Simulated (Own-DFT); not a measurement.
# Strain and stress in wurtzite GaN, 72 atoms (Ga36N36)

These are calculations, not measurements. The program, named Own-DFT, is a retired in-house plane-wave density functional code that no person has reviewed. Each row is one single-point run on a periodic cell that was not relaxed, without spin or spin-orbit coupling.

Settings of every run: PBE; PseudoDojo norm-conserving scalar-relativistic files (stringent for Ga); cutoff 96 hartree; 4 x 4 x 3 k mesh centred on Gamma; Gaussian smearing of 0.01 eV.

Known limits: forces not confirmed at this smearing and k mesh; stress not checked against mesh or cutoff.

Unstrained cell vectors in Å: (9.567, 0.000, 0.000); (-4.784, 8.285, 0.000); (0.000, 0.000, 10.370). The unstrained cell has measured lattice constants (interpolated for alloys), not those of this functional. That, the random moves and any unrelaxed bonds set the pressure at no strain. Each run strains this cell uniformly, with the atoms carried along. Every atom was also moved at random, by a Gaussian of width 0.05 Å on each axis. Strain is the symmetric tensor, in per cent. Stress is positive in tension, and the pressure is minus a third of its trace.

```
run,e_xx (%),e_yy (%),e_zz (%),s_xx (GPa),s_yy (GPa),s_zz (GPa),P (GPa),E (meV/atom)
1,0.00,0.00,2.00,-7.03,-5.25,1.24,3.68,21.1
2,0.00,0.00,-1.50,-8.40,-7.55,-14.65,10.20,31.5
3,0.00,0.00,3.00,-4.57,-4.18,4.61,1.38,3.1
4,0.00,0.00,0.50,-6.13,-7.30,-4.86,6.10,11.0
5,0.00,0.00,-1.75,-9.95,-6.83,-16.14,10.97,37.2
6,0.00,0.00,2.50,-4.69,-5.96,3.77,2.29,2.5
7,0.00,0.00,1.25,-4.64,-6.83,-1.91,4.46,0.0
8,0.00,0.00,-1.00,-6.79,-8.43,-12.23,9.15,21.6
9,0.00,0.00,1.00,?,?,?,?,?
```

E is the free energy for each atom above the lowest run shown.

## Worked fit

The change of volume is close to e_xx + e_yy + e_zz. A straight line through the runs shown gives P = 7.26 - 198 x (fractional change of volume) GPa, with an error of 5 on the slope and a scatter of 0.24 GPa. The strain isn't the same on all axes and the cell isn't cubic, so the slope belongs to this path and is not the bulk modulus.

## Withheld run

Question: what pressure should run 9 give? Its volume changes by 1.00 %.

The line gives 5.3 GPa. The calculation gave 5.50 GPa.
